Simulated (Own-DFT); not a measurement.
Hf36O71 (tetragonal hafnia with one neutral oxygen vacancy, atoms displaced) (calculated)

All values are calculated (Own-DFT development build). A calculation, not a measurement: plane-wave PBE and HSE06 DFT by an unreviewed code, no spin, of a simulated cell at Gamma alone, so results move with cell size and shape, stress positive in tension, energies less offsets, not probed for a lower state with spin; hafnium file: forces about 75 meV/angstrom off all-electron values; oxygen file: force components 24 meV/angstrom off all-electron in a glass; k mesh not checked against a denser one; forces and stress are PBE's, HSE06 gives the energy alone, and its difference from PBE has offsets of its own; offsets are fitted by least squares, one for each functional and potential file, so energies compare only between cells with the same atoms and settings and are not formation energies; the far tail of each file's local potential was reset to the Coulomb form; each entry is a single point on an unrelaxed cell, so the pressure reflects the starting lattice, taken from the Materials Project, from which strain is counted, and rises with the displacements; printed positions are rounded, which can move forces by about a meV/angstrom; the program is a retired in-house code; no spin-orbit coupling.

Common to all runs: first functional PBE; second functional HSE06; exact exchange share 0.25; screening 0.11 1/bohr; exchange divergence Gygi-Baldereschi; potential files PseudoDojo norm-conserving, scalar-relativistic, made for PBE, standard set; wave cutoff 48 hartree; occupations fixed; k mesh 1 x 1 x 1 centred on Gamma.

(1) Hf36O71 (tetragonal hafnia with one neutral oxygen vacancy, atoms displaced)

```
Hf36O71
1.0
     10.7800     0.0000     0.0000
      0.0000    10.7800     0.0000
      0.0000     0.0000    10.4493
Hf O Hf O Hf O Hf O Hf O Hf O Hf O Hf O Hf O Hf O Hf O Hf O Hf O Hf O Hf O Hf O Hf O Hf O
2 4 2 4 2 4 2 4 2 4 2 4 2 4 2 4 2 4 2 4 2 4 2 4 2 4 2 4 2 4 2 3 2 4 2 4
Direct
  0.99930 0.99743 0.00135
  0.16919 0.16130 0.26100
  0.00292 0.17167 0.15052
  0.16485 0.99757 0.35417
  0.00832 0.17247 0.41139
  0.16628 0.00649 0.09595
  0.99953 0.98850 0.50890
  0.16633 0.17131 0.74879
  0.99877 0.16899 0.65417
  0.17149 0.00503 0.85219
  0.99801 0.16404 0.90710
  0.16746 0.00111 0.59997
  0.00076 0.33588 0.00308
  0.15960 0.49554 0.24823
  0.00028 0.50180 0.14278
  0.17355 0.33186 0.34169
  0.99410 0.50289 0.40624
  0.17459 0.33367 0.10383
  0.99938 0.33505 0.49863
  0.16436 0.50262 0.75497
  0.00203 0.50573 0.65880
  0.17010 0.33516 0.85045
  0.99219 0.49898 0.90057
  0.16199 0.33868 0.59246
  0.98952 0.66071 0.00371
  0.16552 0.83121 0.26227
  0.00372 0.83245 0.16397
  0.15977 0.66900 0.34867
  0.99478 0.83243 0.40569
  0.17543 0.66791 0.10086
  0.00125 0.66500 0.50670
  0.16680 0.83351 0.74699
  0.99693 0.83490 0.64626
  0.16432 0.66514 0.85465
  0.99769 0.82705 0.90623
  0.16917 0.66854 0.60407
  0.34532 0.00145 0.00367
  0.51353 0.15586 0.24844
  0.33026 0.16936 0.15884
  0.49118 0.99751 0.34229
  0.32684 0.15579 0.40733
  0.50319 0.99900 0.10351
  0.33840 0.01046 0.50201
  0.49631 0.16987 0.74676
  0.33257 0.16425 0.65252
  0.50309 0.00465 0.84306
  0.33548 0.15991 0.89895
  0.50500 0.00136 0.60099
  0.33851 0.33847 0.99760
  0.49800 0.50094 0.25677
  0.33029 0.49220 0.15260
  0.49720 0.34438 0.35380
  0.33737 0.50639 0.40311
  0.49277 0.33339 0.10490
  0.32845 0.33202 0.50310
  0.50275 0.50659 0.73970
  0.32997 0.50502 0.66311
  0.50594 0.33611 0.84418
  0.33314 0.50465 0.90478
  0.49475 0.32844 0.59739
  0.32746 0.65891 0.99680
  0.50143 0.83002 0.25189
  0.34061 0.83843 0.15198
  0.49481 0.67019 0.34700
  0.33032 0.83574 0.39616
  0.50264 0.66616 0.09520
  0.33215 0.66168 0.50249
  0.49973 0.83282 0.74722
  0.32432 0.83918 0.65238
  0.49097 0.66312 0.84878
  0.33678 0.83189 0.91102
  0.49611 0.66901 0.59770
  0.66982 0.00379 0.99967
  0.83086 0.16783 0.25112
  0.67246 0.15740 0.15832
  0.83432 0.99165 0.34743
  0.67952 0.17499 0.39592
  0.82904 0.00494 0.08788
  0.66592 0.00192 0.50597
  0.83220 0.16716 0.74956
  0.67009 0.16585 0.65330
  0.83984 0.00008 0.83985
  0.66450 0.16967 0.89943
  0.83411 0.99557 0.60485
  0.66955 0.33378 0.99845
  0.83345 0.50387 0.25195
  0.66451 0.50185 0.15722
  0.84169 0.32709 0.35022
  0.66565 0.49858 0.40688
  0.83817 0.33512 0.10590
  0.67545 0.33329 0.50230
  0.82699 0.50760 0.75372
  0.66845 0.49795 0.64871
  0.83333 0.33026 0.85071
  0.66844 0.50382 0.90193
  0.66850 0.67928 0.99333
  0.83111 0.83693 0.24782
  0.66993 0.83030 0.15047
  0.83260 0.66912 0.35257
  0.66897 0.83056 0.39708
  0.82957 0.66600 0.09519
  0.66389 0.66866 0.49732
  0.83356 0.82558 0.74935
  0.66295 0.83840 0.65661
  0.83236 0.67355 0.84876
  0.66724 0.82814 0.89996
  0.83260 0.66280 0.60040
```

It finds PBE energy of cell above offsets -96.638 eV; HSE06 less PBE above offsets 0.095 eV; PBE pressure 2.21 GPa; PBE stress xx -1.72 GPa; PBE stress yy -2.24 GPa; PBE stress zz -2.68 GPa; PBE stress yz 0.47 GPa; PBE stress xz -0.37 GPa; PBE stress xy -0.02 GPa.

Force:
| element | x (eV/Å) | y (eV/Å) | z (eV/Å) |
| --- | --- | --- | --- |
| Hf | 2.01 | 0.647 | -0.328 |
| Hf | -0.619 | -0.388 | -2.331 |
| O | -0.771 | -0.307 | 1.204 |
| O | -0.484 | -0.199 | 0.262 |
| O | -0.266 | -1.471 | -0.348 |
| O | 0.205 | -0.414 | 0.244 |
| Hf | 0.571 | 1.764 | -0.968 |
| Hf | -0.623 | -1.533 | 1.357 |
| O | -0.227 | 0.553 | 0.264 |
| O | -0.782 | -0.927 | -1.314 |
| O | 0.089 | 0.874 | -0.291 |
| O | -0.363 | 0.077 | 0.104 |
| Hf | 1.063 | -1.826 | 0.274 |
| Hf | 1.849 | 0.528 | -0.875 |
| O | -0.495 | 0.15 | 1.082 |
| O | 0.056 | 0.996 | 1.429 |
| O | 0.36 | -0.418 | -0.742 |
| O | -1.57 | 0.583 | -1.328 |
| Hf | -1.337 | -0.705 | 0.492 |
| Hf | -0.055 | 0.175 | 0.549 |
| O | -1.005 | -0.113 | -0.415 |
| O | -0.242 | 0.03 | -0.356 |
| O | -0.055 | 0.31 | 0.096 |
| O | 1.05 | -0.131 | 0.757 |
| Hf | 2.864 | 0.836 | -0.2 |
| Hf | 1.835 | 0.819 | -1.848 |
| O | -1.381 | 0.059 | -1.058 |
| O | -0.084 | -1.652 | 1.015 |
| O | 0.43 | -0.629 | 0.335 |
| O | -2.302 | -0.274 | 0.389 |
| Hf | 0.162 | 0.368 | -0.753 |
| Hf | -0.047 | 0.907 | 1.817 |
| O | 0.543 | -0.476 | 0.867 |
| O | 0.013 | 0.239 | -0.765 |
| O | -0.175 | 0.475 | -0.18 |
| O | -0.563 | -0.061 | -0.312 |
| Hf | -3.029 | -0.852 | 0.109 |
| Hf | -3.291 | 2.34 | -0.052 |
| O | 1.87 | -0.802 | 0.185 |
| O | 1.185 | 0.647 | 1.596 |
| O | 0.236 | 3.82 | -0.789 |
| O | 1.722 | 0.9 | -0.341 |
| Hf | -1.398 | -4.092 | 0.756 |
| Hf | 0.339 | 0.425 | 1.103 |
| O | -0.294 | 0.367 | -0.65 |
| O | 0.269 | -1.228 | 0.414 |
| O | 0.664 | 1.96 | 0.086 |
| O | -0.488 | 0.145 | -0.583 |
| Hf | -1.023 | -0.958 | 1.083 |
| Hf | -0.495 | -0.067 | -1.793 |
| O | 0.369 | 0.745 | 0.533 |
| O | -0.044 | -2.743 | 0.016 |
| O | -0.702 | -1.019 | 0.718 |
| O | 2.517 | -0.559 | -0.939 |
| Hf | 0.823 | 0.236 | -1.409 |
| Hf | -0.577 | -0.87 | 1.975 |
| O | 0.485 | -0.321 | -1.452 |
| O | -0.291 | 0.441 | 0.162 |
| O | -0.086 | -2.224 | -0.972 |
| O | 0.771 | 0.188 | -0.078 |
| Hf | 1.325 | 2.455 | 1.68 |
| Hf | -1.405 | -0.41 | -1.504 |
| O | -0.754 | 0.157 | 0.833 |
| O | 0.698 | -0.675 | 1.07 |
| O | 0.292 | -0.624 | 1.621 |
| O | -0.077 | 0.118 | -0.125 |
| Hf | -0.728 | 1.944 | -0.937 |
| Hf | -1.949 | 0.216 | 1.439 |
| O | 2.221 | -0.313 | 0.212 |
| O | 1.131 | 0.709 | -1.335 |
| O | 0.104 | 0.423 | -1.192 |
| O | 0.897 | -0.082 | 0.218 |
| Hf | -0.984 | -0.346 | -1.161 |
| Hf | 3.004 | -0.387 | 0.214 |
| O | -0.521 | 0.434 | -1.885 |
| O | -0.182 | 2.106 | 0.135 |
| O | -1.348 | -1.668 | 0.869 |
| O | 0.98 | -0.542 | 1.158 |
| Hf | 1.709 | -0.331 | -0.446 |
| Hf | 1.317 | -0.199 | 0.572 |
| O | -0.57 | 0.469 | -1.07 |
| O | -0.756 | -0.894 | 0.721 |
| O | 0.242 | -0.435 | 0.988 |
| O | -1.018 | 0.234 | -1.273 |
| Hf | -0.554 | 1.341 | 0.157 |
| Hf | -0.831 | -0.461 | -0.107 |
| O | 0.872 | -0.709 | 0.382 |
| O | -0.436 | 1.891 | 0.379 |
| O | 0.549 | 0.53 | -0.042 |
| O | -1.406 | -0.095 | -0.602 |
| Hf | -0.599 | 0.435 | 0.197 |
| Hf | 1.189 | -1.618 | 0.046 |
| O | -0.254 | -0.174 | -0.079 |
| O | -0.413 | 0.926 | -0.534 |
| O | 0.491 | -0.186 | -0.187 |
| Hf | -2.032 | -3.166 | 2.583 |
| Hf | 0.8 | -1.185 | 0.57 |
| O | -0.294 | 0.435 | -0.513 |
| O | -0.231 | -0.319 | -0.657 |
| O | -0.538 | 0.909 | 1.175 |
| O | 0.124 | -0.168 | 0.755 |
| Hf | 0.753 | -0.258 | -0.576 |
| Hf | 0.357 | 2.869 | -0.412 |
| O | 0.674 | -0.603 | -0.979 |
| O | 0.009 | -1.633 | 0.643 |
| O | -0.274 | 3.094 | -1.152 |
| O | -0.774 | 0.451 | 0.353 |

(2) Hf36O71 (tetragonal hafnia with one neutral oxygen vacancy, atoms displaced)

```
Hf36O71
1.0
     10.7800     0.0000     0.0000
      0.0000    10.7800     0.0000
      0.0000     0.0000    10.4493
Hf O Hf O Hf O Hf O Hf O Hf O Hf O Hf O Hf O Hf O Hf O Hf O Hf O Hf O Hf O Hf O Hf O Hf O
2 4 2 4 2 4 2 4 2 4 2 4 2 4 2 4 2 3 2 4 2 4 2 4 2 4 2 4 2 4 2 4 2 4 2 4
Direct
  0.00673 0.01034 0.00511
  0.15209 0.17037 0.25141
  0.00236 0.17372 0.15576
  0.16327 0.00436 0.34329
  0.99833 0.17443 0.41270
  0.15473 0.99265 0.10116
  0.99583 0.99886 0.50508
  0.17173 0.16646 0.74416
  0.00220 0.16358 0.65905
  0.19184 0.00256 0.83460
  0.99969 0.16660 0.90627
  0.16773 0.00104 0.59369
  0.99515 0.32624 0.01078
  0.17392 0.49936 0.26557
  0.99941 0.49282 0.15815
  0.15272 0.32456 0.33992
  0.99275 0.49149 0.40623
  0.16801 0.33092 0.09797
  0.00511 0.33272 0.49370
  0.16790 0.48947 0.75183
  0.99066 0.50135 0.64500
  0.14890 0.33550 0.85201
  0.99639 0.51525 0.91106
  0.17032 0.33031 0.60245
  0.99434 0.66090 0.00202
  0.15699 0.83887 0.24413
  0.00220 0.84436 0.17022
  0.16563 0.67047 0.33792
  0.99279 0.82652 0.40842
  0.15462 0.67324 0.09530
  0.99037 0.65910 0.49730
  0.17713 0.83801 0.75396
  0.99680 0.82554 0.64407
  0.16543 0.65985 0.85411
  0.00468 0.83187 0.89576
  0.18316 0.67092 0.60343
  0.32850 0.00261 0.00348
  0.50693 0.17280 0.25341
  0.33171 0.17126 0.16409
  0.50532 0.99797 0.35195
  0.33230 0.16637 0.40182
  0.48701 0.98158 0.08242
  0.32627 0.01040 0.49566
  0.49626 0.15319 0.73723
  0.33195 0.16536 0.64204
  0.49986 0.99655 0.85232
  0.32651 0.16169 0.90150
  0.49650 0.99423 0.59634
  0.33211 0.33484 0.00096
  0.50753 0.50186 0.24625
  0.32979 0.49740 0.16287
  0.32570 0.50029 0.40121
  0.49653 0.32474 0.10338
  0.33425 0.34378 0.50695
  0.52068 0.51922 0.75823
  0.35368 0.51417 0.65278
  0.49885 0.32350 0.85504
  0.33275 0.50511 0.90594
  0.50513 0.32624 0.59892
  0.32674 0.66551 0.00908
  0.48408 0.83034 0.26415
  0.34213 0.82720 0.13981
  0.50221 0.67070 0.35045
  0.33680 0.81878 0.40630
  0.50971 0.67752 0.10065
  0.33242 0.67159 0.50536
  0.48781 0.82452 0.75349
  0.33924 0.83127 0.64329
  0.50930 0.65832 0.84029
  0.33587 0.84165 0.91578
  0.49445 0.64452 0.59688
  0.67347 0.00486 0.00236
  0.83089 0.16713 0.25242
  0.65834 0.16863 0.15261
  0.84968 0.98735 0.34772
  0.66804 0.15724 0.39770
  0.82071 0.98410 0.10115
  0.66883 0.99951 0.48383
  0.83060 0.17347 0.76473
  0.66491 0.16409 0.65353
  0.82683 0.00736 0.85250
  0.66320 0.16372 0.89962
  0.83804 0.00361 0.60661
  0.66442 0.33319 0.00383
  0.84653 0.49984 0.25270
  0.66468 0.50276 0.15804
  0.83323 0.32974 0.35392
  0.67600 0.48099 0.39906
  0.83838 0.33055 0.09139
  0.67826 0.35428 0.49902
  0.84673 0.49236 0.74882
  0.66976 0.48660 0.64591
  0.81912 0.34148 0.86040
  0.67711 0.49544 0.90407
  0.83660 0.33224 0.59103
  0.68631 0.65948 0.00234
  0.83614 0.81859 0.26209
  0.67389 0.83898 0.14346
  0.83390 0.67417 0.34959
  0.65707 0.83050 0.41075
  0.82806 0.66891 0.10339
  0.66455 0.65686 0.50738
  0.83028 0.84167 0.76587
  0.66206 0.82760 0.64864
  0.84120 0.67366 0.84388
  0.66380 0.82789 0.90551
  0.82918 0.67168 0.60499
```

Results for Hf36O71 (tetragonal hafnia with one neutral oxygen vacancy, atoms displaced): PBE energy of cell above offsets -84.479 eV; HSE06 less PBE above offsets 0.713 eV; PBE pressure 6.44 GPa; PBE stress xx -4.36 GPa; PBE stress yy -8.44 GPa; PBE stress zz -6.51 GPa; PBE stress yz 1.85 GPa; PBE stress xz -0.21 GPa; PBE stress xy 0.43 GPa.

Force:
| element | x (eV/Å) | y (eV/Å) | z (eV/Å) |
| --- | --- | --- | --- |
| Hf | -3.618 | -3.003 | -0.765 |
| Hf | 4.985 | -1.463 | 0.343 |
| O | -3.117 | -0.606 | -1.527 |
| O | 0.033 | -0.758 | 0.606 |
| O | -0.354 | -2.67 | -1.675 |
| O | 2.188 | 0.666 | -0.145 |
| Hf | -0.702 | -1.172 | 0.718 |
| Hf | -0.034 | 0.184 | 0.3 |
| O | -0.143 | 0.434 | 0.435 |
| O | -1.794 | -0.13 | 0.889 |
| O | -0.187 | 0.043 | 0.104 |
| O | -0.493 | -0.225 | 0.447 |
| Hf | 3.412 | 1.645 | -1.749 |
| Hf | 0.111 | 0.249 | -1.708 |
| O | 0.788 | 0.352 | -0.243 |
| O | 0.249 | 2.86 | 2.173 |
| O | 0.006 | 2.011 | -1.631 |
| O | -0.945 | 0.074 | -0.118 |
| Hf | -0.563 | -1.044 | 2.696 |
| Hf | 1.894 | 2.886 | -0.202 |
| O | 3.417 | -0.04 | 0.138 |
| O | 0.505 | -0.283 | -0.44 |
| O | -0.563 | -5.056 | -2.029 |
| O | -0.545 | 1.185 | -0.116 |
| Hf | 1.071 | 3.776 | -0.355 |
| Hf | 3.281 | -0.845 | 1.437 |
| O | -3.149 | -0.61 | -2.249 |
| O | -0.731 | -0.817 | 1.052 |
| O | 1.01 | -0.113 | -0.106 |
| O | 1.191 | -0.241 | 0.679 |
| Hf | 1.06 | 3.174 | 2.502 |
| Hf | -2.136 | -2.497 | -1.11 |
| O | 1.076 | 0.56 | 1.447 |
| O | 0.675 | 0.7 | -0.926 |
| O | 0.136 | 1.83 | 1.478 |
| O | -3.717 | -0.902 | -0.008 |
| Hf | 1.247 | 0.841 | 0.305 |
| Hf | -2.79 | 0.027 | 1.055 |
| O | -0.561 | -0.578 | -0.654 |
| O | -0.698 | 0.684 | -0.752 |
| O | 0.297 | 1.87 | 0.217 |
| O | 2.557 | 1.52 | 1.742 |
| Hf | 1.89 | -1.121 | 0.098 |
| Hf | 1.688 | 0.796 | 1.186 |
| O | -0.531 | -0.085 | 0.31 |
| O | -0.362 | -0.251 | -1.857 |
| O | -0.372 | 2.406 | 0.116 |
| O | -0.043 | 0.795 | -0.352 |
| Hf | 1.312 | -1.179 | -0.51 |
| Hf | -1.832 | 0.342 | 0.71 |
| O | 0.828 | 0.636 | -1.088 |
| O | -0.36 | -0.293 | 0.278 |
| O | 0.269 | 1.205 | 0.352 |
| Hf | 3.27 | -1.419 | 0.484 |
| Hf | -2.289 | -9.366 | -3.346 |
| O | -3.505 | -2.932 | 1.182 |
| O | 0.012 | 1.274 | -0.09 |
| O | -0.138 | -1.217 | 0.222 |
| O | -1.15 | 0.226 | -1.802 |
| Hf | 0.341 | 1.242 | 0.311 |
| Hf | 2.39 | 0.972 | -2.904 |
| O | -3.272 | -0.296 | 2.381 |
| O | 0.757 | -3.358 | 0.489 |
| O | -0.266 | 4.168 | -1.909 |
| O | -0.895 | -1.88 | -0.932 |
| Hf | 0.5 | -2.246 | 0.132 |
| Hf | 3.284 | 3.375 | 0.084 |
| O | -0.872 | -0.086 | 1.362 |
| O | -0.797 | 6.245 | 4.087 |
| O | -0.499 | -3.554 | -2.902 |
| O | 3.364 | 1.733 | -0.172 |
| Hf | -3.726 | -2.812 | -0.532 |
| Hf | -1.349 | -1.415 | 0.931 |
| O | 2.717 | -0.101 | -0.723 |
| O | -0.846 | 2.681 | 0.349 |
| O | 0.667 | 2.405 | -1.395 |
| O | 4.62 | 2.656 | 0.33 |
| Hf | -0.654 | -1.136 | 3.928 |
| Hf | -1.569 | -1.106 | -2.728 |
| O | 1.197 | -0.302 | 0.524 |
| O | 0.505 | -0.123 | 0.861 |
| O | 1.065 | 1.524 | 0.852 |
| O | -0.721 | -0.201 | -0.736 |
| Hf | -1.883 | -1.301 | -1.562 |
| Hf | -2.081 | -0.634 | 0.375 |
| O | 2.292 | -0.73 | -0.851 |
| O | 0.515 | 0.077 | -1.81 |
| O | -0.805 | 8.865 | -4.623 |
| O | -2.572 | -0.164 | 2.649 |
| Hf | -2.602 | -9.901 | 4.855 |
| Hf | -2.711 | 1.778 | 0.942 |
| O | 1.67 | 1.517 | 0.427 |
| O | 2.023 | -1.341 | -1.206 |
| O | -0.818 | 1.062 | -0.006 |
| O | 1.593 | 0.112 | 1.844 |
| Hf | -4.904 | 2.964 | -0.945 |
| Hf | -2.095 | 6.231 | -4.185 |
| O | -0.523 | -0.959 | 2.55 |
| O | -0.038 | -6.841 | 2.785 |
| O | 1.138 | -1.323 | -0.984 |
| O | 3.845 | -0.85 | 1.961 |
| Hf | -0.605 | 2.877 | 0.403 |
| Hf | -0.435 | -0.259 | -2.938 |
| O | -0.359 | -0.58 | 1.336 |
| O | -0.638 | -1.979 | 1.169 |
| O | 1.033 | 0.162 | -0.554 |
| O | -0.016 | -1.497 | -1.466 |
